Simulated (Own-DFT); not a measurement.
## Calculated data, Hf36O71 (tetragonal hafnia with one neutral oxygen vacancy, atoms displaced)

Computed with Own-DFT development build. A calculation, not a measurement: plane-wave PBE and HSE06 DFT by an unreviewed code, no spin, of a simulated cell at Gamma alone, so results move with cell size and shape, stress positive in tension, energies less offsets, not probed for a lower state with spin; hafnium file: forces about 75 meV/angstrom off all-electron values; oxygen file: force components 24 meV/angstrom off all-electron in a glass; k mesh not checked against a denser one; forces and stress are PBE's, HSE06 gives the energy alone, and its difference from PBE has offsets of its own; offsets are fitted by least squares, one for each functional and potential file, so energies compare only between cells with the same atoms and settings and are not formation energies; the far tail of each file's local potential was reset to the Coulomb form; each entry is a single point on an unrelaxed cell, so the pressure reflects the starting lattice, taken from the Materials Project, from which strain is counted, and rises with the displacements; printed positions are rounded, which can move forces by about a meV/angstrom; the program is a retired in-house code; no spin-orbit coupling.

Settings shared by all entries: first functional PBE; second functional HSE06; exact exchange share 0.25; screening 0.11 1/bohr; exchange divergence Gygi-Baldereschi; potential files PseudoDojo norm-conserving, scalar-relativistic, made for PBE, standard set; wave cutoff 48 hartree; occupations fixed; k mesh 1 x 1 x 1 centred on Gamma.

(1) Hf36O71 (tetragonal hafnia with one neutral oxygen vacancy, atoms displaced)

```cif
# cell vector a (Å): 10.7800 0.0000 0.0000
# cell vector b (Å): 0.0000 10.7800 0.0000
# cell vector c (Å): 0.0000 0.0000 10.4493
data_Hf36O71
_symmetry_space_group_name_H-M 'P 1'
_symmetry_Int_Tables_number 1
_cell_length_a 10.7800
_cell_length_b 10.7800
_cell_length_c 10.4493
_cell_angle_alpha 90.000
_cell_angle_beta 90.000
_cell_angle_gamma 90.000
_cell_volume 1214.30
loop_
_atom_site_label
_atom_site_type_symbol
_atom_site_fract_x
_atom_site_fract_y
_atom_site_fract_z
_atom_site_occupancy
Hf1 Hf 0.00155 0.99812 0.00340 1
Hf2 Hf 0.16740 0.16968 0.24822 1
O1 O 0.99632 0.16532 0.14943 1
O2 O 0.16781 0.00164 0.34982 1
O3 O 0.00237 0.17024 0.40483 1
O4 O 0.16691 0.99913 0.09631 1
Hf3 Hf 0.00506 0.00354 0.49453 1
Hf4 Hf 0.16448 0.16644 0.75406 1
O5 O 0.00048 0.16459 0.65302 1
O6 O 0.16685 0.99727 0.85365 1
O7 O 0.99943 0.17274 0.89749 1
O8 O 0.16698 0.99972 0.59577 1
Hf5 Hf 0.99648 0.33323 0.00033 1
Hf6 Hf 0.16791 0.50160 0.24934 1
O9 O 0.99941 0.50267 0.15441 1
O10 O 0.16754 0.33617 0.35152 1
O11 O 0.99935 0.49739 0.40515 1
O12 O 0.16267 0.33087 0.09608 1
Hf7 Hf 0.99741 0.32957 0.50009 1
Hf8 Hf 0.16594 0.50071 0.74904 1
O13 O 0.99963 0.50591 0.65747 1
O14 O 0.16422 0.33724 0.85059 1
O15 O 0.99335 0.49914 0.90224 1
O16 O 0.16897 0.33473 0.59788 1
Hf9 Hf 0.00580 0.66697 0.00056 1
Hf10 Hf 0.16465 0.83071 0.24741 1
O17 O 0.99678 0.83366 0.15639 1
O18 O 0.16964 0.66786 0.34816 1
O19 O 0.00110 0.83103 0.40371 1
O20 O 0.16329 0.66547 0.09434 1
Hf11 Hf 0.99878 0.67307 0.49658 1
Hf12 Hf 0.16151 0.82776 0.74297 1
O21 O 0.00121 0.83744 0.65764 1
O22 O 0.16468 0.66711 0.84373 1
O23 O 0.99632 0.83308 0.89638 1
O24 O 0.16592 0.66595 0.59765 1
Hf13 Hf 0.33262 0.99572 0.99900 1
Hf14 Hf 0.50053 0.16613 0.24821 1
O25 O 0.33646 0.16482 0.15192 1
O26 O 0.49868 0.00385 0.34398 1
O27 O 0.33172 0.17027 0.40386 1
O28 O 0.49959 0.99465 0.10005 1
Hf15 Hf 0.33372 0.99557 0.49898 1
Hf16 Hf 0.49724 0.16955 0.75234 1
O29 O 0.32938 0.16929 0.65190 1
O30 O 0.49349 0.99683 0.84603 1
O31 O 0.33467 0.16794 0.90532 1
O32 O 0.49904 0.00049 0.59989 1
Hf17 Hf 0.33557 0.32963 0.99765 1
Hf18 Hf 0.49784 0.50166 0.24737 1
O33 O 0.33778 0.50313 0.14844 1
O34 O 0.49607 0.33522 0.35128 1
O35 O 0.33336 0.49794 0.40227 1
O36 O 0.49771 0.33074 0.09801 1
Hf19 Hf 0.33470 0.33352 0.49946 1
Hf20 Hf 0.49839 0.50393 0.75153 1
O37 O 0.33621 0.49582 0.65237 1
O38 O 0.49800 0.33585 0.84934 1
O39 O 0.33480 0.49948 0.90336 1
O40 O 0.49489 0.33288 0.59397 1
Hf21 Hf 0.33472 0.66772 0.00109 1
Hf22 Hf 0.49840 0.82885 0.24946 1
O41 O 0.33622 0.83337 0.14937 1
O42 O 0.50217 0.66925 0.34148 1
O43 O 0.33190 0.83238 0.40167 1
O44 O 0.49777 0.66420 0.10087 1
Hf23 Hf 0.33363 0.66585 0.49637 1
Hf24 Hf 0.49238 0.82945 0.74768 1
O45 O 0.33559 0.83679 0.65381 1
O46 O 0.50167 0.67166 0.84779 1
O47 O 0.33365 0.83583 0.90202 1
O48 O 0.50123 0.67071 0.59391 1
Hf25 Hf 0.66278 0.00417 0.00372 1
Hf26 Hf 0.83364 0.16452 0.24837 1
O49 O 0.66988 0.16635 0.15494 1
O50 O 0.83368 0.00039 0.34757 1
O51 O 0.66858 0.16208 0.39904 1
O52 O 0.83794 0.00278 0.09801 1
Hf27 Hf 0.66323 0.00432 0.50047 1
Hf28 Hf 0.82988 0.16239 0.74964 1
O53 O 0.67045 0.16699 0.65662 1
O54 O 0.83138 0.99981 0.84899 1
O55 O 0.66172 0.16944 0.90443 1
O56 O 0.83419 0.00196 0.60191 1
Hf29 Hf 0.66596 0.33137 0.00299 1
Hf30 Hf 0.83236 0.49902 0.24627 1
O57 O 0.66427 0.50041 0.15139 1
O58 O 0.83490 0.33219 0.35276 1
O59 O 0.66179 0.49942 0.40341 1
O60 O 0.83501 0.33381 0.09983 1
Hf31 Hf 0.66539 0.33506 0.50132 1
Hf32 Hf 0.83029 0.50359 0.74828 1
O61 O 0.66857 0.49544 0.65121 1
O62 O 0.83315 0.33566 0.84699 1
O63 O 0.66754 0.49411 0.90486 1
O64 O 0.82801 0.33397 0.60335 1
Hf33 Hf 0.66725 0.66628 0.00158 1
Hf34 Hf 0.83423 0.83314 0.24834 1
O65 O 0.66433 0.83237 0.15250 1
O66 O 0.83288 0.67216 0.34612 1
O67 O 0.66367 0.83642 0.40162 1
O68 O 0.83702 0.66704 0.09931 1
Hf35 Hf 0.66505 0.66458 0.49510 1
Hf36 Hf 0.83147 0.83381 0.74712 1
O69 O 0.66729 0.83305 0.65196 1
O70 O 0.83409 0.66581 0.84827 1
O71 O 0.66622 0.83087 0.90328 1
```

It finds PBE energy of cell above offsets -100.539 eV; HSE06 less PBE above offsets -0.125 eV; PBE pressure 0.97 GPa; PBE stress xx -1.3 GPa; PBE stress yy -0.05 GPa; PBE stress zz -1.55 GPa; PBE stress yz 0.41 GPa; PBE stress xz -0.93 GPa; PBE stress xy -0.05 GPa.

Force:
| element | x (eV/Å) | y (eV/Å) | z (eV/Å) |
| --- | --- | --- | --- |
| Hf | -0.198 | 0.634 | -1.647 |
| Hf | 0.28 | 0.419 | 0.23 |
| O | 0.995 | -0.046 | 0.466 |
| O | -0.332 | -0.508 | -0.734 |
| O | 0.081 | -0.829 | -0.911 |
| O | -0.051 | -0.173 | 0.776 |
| Hf | -0.91 | 0.049 | 1.155 |
| Hf | -0.223 | 0.266 | -0.135 |
| O | 0.035 | 0.113 | -0.337 |
| O | -0.019 | 0.238 | -0.849 |
| O | 0.209 | -1.295 | 0.789 |
| O | 0.125 | -0.278 | 0.083 |
| Hf | 0.214 | 0.171 | -1.102 |
| Hf | -0.17 | -0.957 | 0.354 |
| O | 0.346 | -0.017 | 0.131 |
| O | -0.155 | -0.174 | -1.126 |
| O | -0.004 | 1.08 | -0.101 |
| O | 0.943 | 0.059 | 0.589 |
| Hf | 0.061 | 1.215 | 1.111 |
| Hf | -0.163 | -0.888 | -0.171 |
| O | -0.395 | 0.199 | -0.47 |
| O | 0.418 | -0.382 | -0.387 |
| O | 0.66 | 0.608 | 0.729 |
| O | -0.983 | 0.19 | 0.111 |
| Hf | -2.124 | -0.482 | -1.601 |
| Hf | 0.647 | 0.923 | 0.377 |
| O | 1.223 | 0.075 | -0.716 |
| O | -0.008 | -0.171 | -0.492 |
| O | 0.323 | 1.112 | -0.517 |
| O | 1.451 | 0.357 | 0.879 |
| Hf | -0.764 | -2.179 | 1.039 |
| Hf | 0.838 | 1.106 | 1.313 |
| O | -0.899 | -0.66 | -1.586 |
| O | 0.16 | -0.13 | 0.636 |
| O | 0.449 | -0.084 | 1.272 |
| O | 0.575 | 0.47 | -0.444 |
| Hf | 0.25 | 0.561 | -0.232 |
| Hf | -0.254 | 0.568 | 0.833 |
| O | -0.813 | 0.085 | 0.108 |
| O | -0.328 | -0.877 | 0.476 |
| O | -0.073 | -1.124 | -0.318 |
| O | 0.085 | 0.596 | -0.422 |
| Hf | 0.112 | 1.505 | 0.156 |
| Hf | -0.231 | -0.582 | -0.483 |
| O | 0.548 | -0.303 | 0.695 |
| O | 0.388 | 0.765 | 0.187 |
| O | -0.006 | -0.549 | -0.46 |
| O | -0.019 | 0.241 | -0.519 |
| Hf | -0.763 | 0.713 | 0.214 |
| Hf | 0.281 | -0.739 | 0.508 |
| O | -1.4 | -0.073 | 0.356 |
| O | 0.477 | -0.347 | -0.945 |
| O | 0.042 | 1.289 | -0.4 |
| O | 0.541 | 0.004 | 0.194 |
| Hf | -0.87 | -0.465 | 0.13 |
| Hf | 0.219 | -0.656 | 0.016 |
| O | -0.208 | 0.833 | 0.126 |
| O | -0.113 | -0.041 | -0.33 |
| O | 0.107 | 0.675 | -0.065 |
| O | 1.624 | -0.268 | 0.937 |
| Hf | 0.178 | -0.22 | -0.482 |
| Hf | 0.839 | 1.711 | -0.176 |
| O | -1.305 | -0.302 | 0.163 |
| O | -0.35 | -1.067 | 1.015 |
| O | 0.133 | -0.193 | -0.179 |
| O | 0.41 | 0.261 | -0.581 |
| Hf | -0.281 | -0.501 | 0.43 |
| Hf | 2.058 | 1.365 | 0.348 |
| O | -1.421 | -0.306 | -0.986 |
| O | -0.311 | -1.377 | 0.319 |
| O | -0.018 | -1.398 | 0.016 |
| O | -0.544 | -0.404 | 0.089 |
| Hf | 0.74 | -1.296 | -0.775 |
| Hf | 0.093 | 0.189 | 0.709 |
| O | -0.606 | -0.099 | -0.689 |
| O | 0.546 | -0.215 | -0.052 |
| O | -0.232 | 1.244 | 0.454 |
| O | -1.246 | -0.274 | 0.048 |
| Hf | 0.708 | -1.03 | 0.393 |
| Hf | 1.45 | 0.74 | 0.444 |
| O | -1.958 | -0.032 | -0.624 |
| O | -0.172 | 0.134 | 0.241 |
| O | -0.174 | -0.607 | 0.061 |
| O | 0.056 | -0.067 | -0.913 |
| Hf | 0.431 | 0.563 | -0.478 |
| Hf | 0.385 | -0.028 | 0.735 |
| O | 0.341 | -0.051 | 0.251 |
| O | -0.312 | 0.183 | -0.644 |
| O | 0.31 | 0.124 | -0.377 |
| O | -0.791 | 0.243 | 0.422 |
| Hf | 0.168 | -0.493 | 0.004 |
| Hf | 0.99 | -1.003 | 0.742 |
| O | -1.238 | 0.855 | -0.164 |
| O | -0.293 | -0.685 | 0.225 |
| O | -0.423 | 1.231 | -0.051 |
| O | 0.944 | -0.14 | -0.884 |
| Hf | 0.542 | 0.285 | -0.441 |
| Hf | -1.469 | 0.496 | 0.28 |
| O | 0.571 | -0.144 | -0.004 |
| O | -0.074 | -1.221 | 0.465 |
| O | -0.114 | -0.273 | 0.219 |
| O | -0.526 | -0.058 | -0.222 |
| Hf | 1.005 | 1.226 | 0.527 |
| Hf | -0.512 | 0.251 | 0.772 |
| O | -0.319 | -0.451 | 0.023 |
| O | -0.539 | 0.361 | -0.716 |
| O | 0.102 | 0.627 | 0.569 |

(2) Hf36O71 (tetragonal hafnia with one neutral oxygen vacancy, atoms displaced)

```cif
# cell vector a (Å): 10.7800 0.0000 0.0000
# cell vector b (Å): 0.0000 10.7800 0.0000
# cell vector c (Å): 0.0000 0.0000 10.4493
data_Hf36O71
_symmetry_space_group_name_H-M 'P 1'
_symmetry_Int_Tables_number 1
_cell_length_a 10.7800
_cell_length_b 10.7800
_cell_length_c 10.4493
_cell_angle_alpha 90.000
_cell_angle_beta 90.000
_cell_angle_gamma 90.000
_cell_volume 1214.30
loop_
_atom_site_label
_atom_site_type_symbol
_atom_site_fract_x
_atom_site_fract_y
_atom_site_fract_z
_atom_site_occupancy
Hf1 Hf 0.99795 0.00486 0.99611 1
Hf2 Hf 0.16967 0.16606 0.24315 1
O1 O 0.00391 0.16936 0.15435 1
O2 O 0.16997 0.99998 0.35029 1
O3 O 0.99688 0.16227 0.40250 1
O4 O 0.16348 0.00108 0.10225 1
Hf3 Hf 0.00138 0.00240 0.50163 1
Hf4 Hf 0.16882 0.16571 0.74715 1
O5 O 0.00229 0.16723 0.65786 1
O6 O 0.17012 0.99373 0.84821 1
O7 O 0.99845 0.16468 0.90372 1
O8 O 0.16380 0.99958 0.60110 1
Hf5 Hf 0.00269 0.33252 0.00293 1
Hf6 Hf 0.16664 0.49814 0.25233 1
O9 O 0.00126 0.50002 0.15567 1
O10 O 0.16733 0.32895 0.34540 1
O11 O 0.99961 0.49793 0.40755 1
O12 O 0.16414 0.33865 0.09640 1
Hf7 Hf 0.00130 0.33453 0.49985 1
Hf8 Hf 0.16876 0.50021 0.74675 1
O13 O 0.00344 0.50283 0.65268 1
O14 O 0.16531 0.33828 0.84687 1
O15 O 0.00202 0.50519 0.90027 1
O16 O 0.16946 0.33418 0.59966 1
Hf9 Hf 0.00260 0.66790 0.99981 1
Hf10 Hf 0.16656 0.83421 0.25131 1
O17 O 0.99924 0.83163 0.14902 1
O18 O 0.16391 0.66671 0.34496 1
O19 O 0.99916 0.83241 0.40078 1
O20 O 0.16490 0.66629 0.10122 1
Hf11 Hf 0.99737 0.66391 0.50430 1
Hf12 Hf 0.17230 0.83466 0.74643 1
O21 O 0.00133 0.83392 0.64841 1
O22 O 0.16260 0.67101 0.85113 1
O23 O 0.99675 0.82957 0.89897 1
O24 O 0.16555 0.67075 0.59955 1
Hf13 Hf 0.33304 0.99912 0.00215 1
Hf14 Hf 0.49737 0.16025 0.24875 1
O25 O 0.33036 0.17019 0.15690 1
O26 O 0.49992 0.00733 0.34917 1
O27 O 0.33226 0.16731 0.39734 1
Hf15 Hf 0.33010 0.99610 0.50009 1
Hf16 Hf 0.50187 0.16512 0.74914 1
O28 O 0.34155 0.16835 0.65405 1
O29 O 0.49953 0.00266 0.84846 1
O30 O 0.33293 0.16132 0.90048 1
O31 O 0.50001 0.99891 0.59978 1
Hf17 Hf 0.33004 0.33240 0.00018 1
Hf18 Hf 0.50059 0.49965 0.24981 1
O32 O 0.33323 0.50032 0.14890 1
O33 O 0.50045 0.33453 0.34741 1
O34 O 0.33101 0.50311 0.40723 1
O35 O 0.49961 0.32753 0.09764 1
Hf19 Hf 0.32957 0.33327 0.50011 1
Hf20 Hf 0.50133 0.50301 0.75308 1
O36 O 0.33533 0.49680 0.64966 1
O37 O 0.50089 0.32696 0.84381 1
O38 O 0.33937 0.50322 0.90418 1
O39 O 0.49844 0.33160 0.59854 1
Hf21 Hf 0.33073 0.66373 0.00111 1
Hf22 Hf 0.50368 0.83390 0.24837 1
O40 O 0.33519 0.83219 0.15784 1
O41 O 0.49704 0.66917 0.35082 1
O42 O 0.33253 0.83267 0.40631 1
O43 O 0.50246 0.66868 0.09308 1
Hf23 Hf 0.33251 0.66475 0.49835 1
Hf24 Hf 0.50063 0.83399 0.74812 1
O44 O 0.33752 0.83293 0.65094 1
O45 O 0.50428 0.67539 0.84928 1
O46 O 0.33259 0.83514 0.90362 1
O47 O 0.50068 0.66907 0.59986 1
Hf25 Hf 0.66608 0.00175 0.99971 1
Hf26 Hf 0.83724 0.16960 0.24963 1
O48 O 0.66615 0.16775 0.15609 1
O49 O 0.83280 0.99450 0.34343 1
O50 O 0.67068 0.16266 0.39917 1
O51 O 0.83266 0.99653 0.09470 1
Hf27 Hf 0.66780 0.00233 0.49421 1
Hf28 Hf 0.83537 0.16721 0.74989 1
O52 O 0.65881 0.16377 0.64914 1
O53 O 0.83427 0.00725 0.84497 1
O54 O 0.66868 0.16461 0.90320 1
O55 O 0.83672 0.00552 0.59748 1
Hf29 Hf 0.66654 0.32978 0.00087 1
Hf30 Hf 0.83063 0.49890 0.25303 1
O56 O 0.66567 0.50657 0.14892 1
O57 O 0.83122 0.33148 0.34891 1
O58 O 0.66525 0.49744 0.40720 1
O59 O 0.83152 0.33404 0.09757 1
Hf31 Hf 0.66750 0.33164 0.49989 1
Hf32 Hf 0.83609 0.50260 0.74686 1
O60 O 0.66586 0.49581 0.65378 1
O61 O 0.83463 0.33277 0.84891 1
O62 O 0.66698 0.50096 0.90178 1
O63 O 0.83289 0.33079 0.59362 1
Hf33 Hf 0.66529 0.66647 0.99734 1
Hf34 Hf 0.83500 0.83744 0.25134 1
O64 O 0.66910 0.83400 0.15230 1
O65 O 0.83177 0.66974 0.35373 1
O66 O 0.66660 0.83300 0.40092 1
O67 O 0.83457 0.66872 0.10053 1
Hf35 Hf 0.66593 0.66409 0.50080 1
Hf36 Hf 0.83867 0.83318 0.74775 1
O68 O 0.66283 0.83300 0.65515 1
O69 O 0.83989 0.66459 0.84944 1
O70 O 0.66820 0.83349 0.90249 1
O71 O 0.83307 0.67208 0.59959 1
```

It finds PBE energy of cell above offsets -100.585 eV; HSE06 less PBE above offsets -0.117 eV; PBE pressure 0.83 GPa; PBE stress xx -0.81 GPa; PBE stress yy -0.34 GPa; PBE stress zz -1.34 GPa; PBE stress yz 0.12 GPa; PBE stress xz 0.47 GPa; PBE stress xy 0.01 GPa.

Force:
| element | x (eV/Å) | y (eV/Å) | z (eV/Å) |
| --- | --- | --- | --- |
| Hf | 0 | -2.274 | 0.437 |
| Hf | -0.299 | -0.953 | 1.901 |
| O | -0.88 | 0.225 | -0.78 |
| O | -0.089 | 0.207 | -0.076 |
| O | -0.131 | 1.094 | 0.15 |
| O | 0.487 | 0.136 | -0.598 |
| Hf | -0.356 | -1.269 | -0.499 |
| Hf | 0.975 | -0.278 | 0.74 |
| O | 0.214 | 0.298 | -0.572 |
| O | -0.514 | 1.397 | -0.064 |
| O | 0.567 | 1.142 | -0.156 |
| O | 0.843 | 0.373 | 0.052 |
| Hf | -1.162 | 1.137 | -1.011 |
| Hf | -0.018 | 0.706 | -0.364 |
| O | -0.538 | -0.443 | 0.334 |
| O | -0.301 | 0.711 | 0.364 |
| O | -0.011 | -0.024 | -0.403 |
| O | 0.825 | -0.383 | 0.181 |
| Hf | -0.166 | -0.94 | 0.01 |
| Hf | -0.009 | 0.937 | 0.805 |
| O | -0.447 | -0.288 | -0.458 |
| O | 0.274 | -0.995 | 0.157 |
| O | 0.028 | -1.513 | 0.418 |
| O | -0.923 | -0.201 | -0.06 |
| Hf | -0.922 | 0.379 | 0.269 |
| Hf | -0.87 | -0.135 | -0.173 |
| O | 0.569 | 0.315 | 0.456 |
| O | 0.192 | -0.365 | 0.484 |
| O | 0.27 | 0.258 | 0.427 |
| O | 0.827 | -0.087 | -0.217 |
| Hf | 0.376 | 1.362 | -0.835 |
| Hf | -0.63 | -0.677 | 0.548 |
| O | 0.06 | 0.004 | 0.239 |
| O | 0.876 | -0.744 | -0.565 |
| O | -0.251 | 1.515 | 0.051 |
| O | 0.434 | -0.397 | -0.243 |
| Hf | 0.239 | -0.474 | -0.328 |
| Hf | 0.408 | 1.85 | 0.092 |
| O | 0.728 | -0.24 | -1.615 |
| O | -0.007 | -2.117 | -0.267 |
| O | -0.086 | -0.207 | 0.92 |
| Hf | 0.836 | 0.849 | 0.027 |
| Hf | 0.019 | -0.183 | -0.055 |
| O | -2.353 | -0.162 | -0.568 |
| O | 0.129 | -0.746 | 0.838 |
| O | -0.739 | 0.951 | 0.869 |
| O | -0.183 | -0.201 | -0.944 |
| Hf | 1.138 | -0.131 | -0.485 |
| Hf | 0.031 | -0.048 | -0.056 |
| O | 0.115 | -0.146 | 0.62 |
| O | 0.027 | 0.034 | -0.284 |
| O | -0.245 | -0.958 | -0.985 |
| O | -0.311 | 0.56 | -0.42 |
| Hf | 1.836 | -0.568 | -0.168 |
| Hf | 0.106 | -0.464 | -0.065 |
| O | -0.225 | 0.461 | 0.622 |
| O | -0.11 | 1.534 | 0.739 |
| O | -0.085 | -0.77 | -0.516 |
| O | 0.212 | 0.433 | -0.739 |
| Hf | 0.094 | 1.16 | 0.231 |
| Hf | 0.308 | -0.031 | 0.284 |
| O | 0.076 | 0.521 | -0.393 |
| O | 0.196 | -0.788 | -0.497 |
| O | -0.06 | 0.045 | -0.312 |
| O | -0.858 | -0.001 | 0.735 |
| Hf | 0.337 | 0.767 | 0.665 |
| Hf | 0.469 | 0.865 | 0.336 |
| O | -0.89 | 0.176 | -0.065 |
| O | -0.269 | -1.615 | -0.208 |
| O | 0.008 | -0.346 | 0.358 |
| O | -0.286 | -0.589 | -0.168 |
| Hf | -0.455 | -0.816 | -0.02 |
| Hf | -0.781 | -0.831 | 0.243 |
| O | 0.298 | -0.439 | -0.498 |
| O | 0.007 | 1.919 | 0.585 |
| O | 0.172 | 0.906 | 0.097 |
| O | 0.397 | 0.649 | -0.031 |
| Hf | -0.381 | -0.534 | 1.261 |
| Hf | -1.091 | 0.281 | -0.384 |
| O | 2.071 | 0.256 | -0.064 |
| O | 0.228 | -1.325 | 0.107 |
| O | 0.121 | 0.48 | 0.096 |
| O | -0.562 | -0.167 | -0.271 |
| Hf | -0.409 | 0.294 | -0.526 |
| Hf | 0.19 | 1.3 | -0.73 |
| O | -0.007 | -0.621 | 0.93 |
| O | 0.274 | 0.434 | -0.2 |
| O | 0.246 | 0.449 | -0.757 |
| O | 0.496 | -0.153 | 0.358 |
| Hf | -1.354 | -0.773 | 0.332 |
| Hf | -0.411 | -0.239 | 1.369 |
| O | 0.484 | 0.371 | -0.104 |
| O | 0.102 | 0.411 | -0.443 |
| O | -0.311 | -0.543 | -0.102 |
| O | 0.689 | 0.141 | 0.368 |
| Hf | 1.004 | 0.402 | 0.312 |
| Hf | 0.428 | -1.772 | -0.887 |
| O | -0.934 | 0.526 | 0.031 |
| O | 0.012 | -1.142 | -0.287 |
| O | -0.405 | -0.009 | 0.281 |
| O | -0.233 | -0.462 | -0.326 |
| Hf | -0.151 | 1.033 | -0.02 |
| Hf | -0.624 | 0.017 | 0.732 |
| O | 1.496 | 0.006 | -0.362 |
| O | -0.638 | 0.189 | -0.799 |
| O | 0.386 | 0.688 | 0.211 |
| O | -0.26 | -0.569 | 0.359 |
